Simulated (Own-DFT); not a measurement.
# What random displacements cost in hexagonal WC, 64 atoms (C32W32)

These are calculations, not measurements. They come from Own-DFT, an in-house plane-wave density functional program, since retired, whose code no person has reviewed. Each row is one single-point run on a periodic cell that was not relaxed, without spin or spin-orbit coupling.

Settings of every run: PBE; PseudoDojo norm-conserving scalar-relativistic files; cutoff 50 hartree; 4 x 4 x 4 k mesh centred on Gamma; cold (Marzari-Vanderbilt) smearing of 0.2 eV.

Known limits, some of them of some rows only: some atoms lie very close together; forces on such cells moved up to 12 meV/angstrom on a denser k mesh; stress not checked against mesh or cutoff.

Cell vectors in Å: (5.833, -5.052, -2.839); (0.000, -5.052, 8.518); (-5.833, -5.052, -2.839). In each run every atom was moved at random and independently from its ideal site; u is the rms move along one axis. E is the free energy for each atom above the fitted value at u = 0, and F the rms of the force components.

```
run,u (Å),E (meV/atom),F (eV/Å),largest force (eV/Å),P (GPa)
1,0.0200,14.5,0.559,2.35,3.33
2,0.0214,?,?,?,?
3,0.0467,84.1,1.329,5.00,6.03
4,0.0472,77.4,1.234,4.00,5.77
5,0.0511,102.0,1.503,7.07,6.77
6,0.0949,339.8,2.672,9.87,16.07
7,0.1067,397.7,2.846,9.44,18.77
8,0.1532,830.2,4.217,20.18,34.85
```

## Worked fit

For small independent moves the energy grows as E = (3/2) K u², with K the mean stiffness felt by one atom. The runs with u up to 0.11 Å give K = 24.6 ± 0.7 eV/Å², with residuals divided by u² + 0.0006 Å², since the noise grows with the moves. The scatter is 5.4 meV/atom at u = 0.05 Å. The forces follow F = G u with G = 27.8 eV/Å²; no force at u = 0 is resolved. G exceeds K because the moves of its neighbours add to the force on an atom, and stiffness differs between atoms. At u = 0.153 Å the parabola gives 865 meV/atom and the run 830. The pressure follows P = 2.84 + 1427 u² GPa: at fixed volume, shortened bonds push harder than stretched ones pull.

## Withheld run

Question: what energy and rms force should run 2 give?

The fit gives 17 ± 2 meV/atom and about 0.59 eV/Å. The calculation gave 15.6 meV/atom and 0.579 eV/Å.
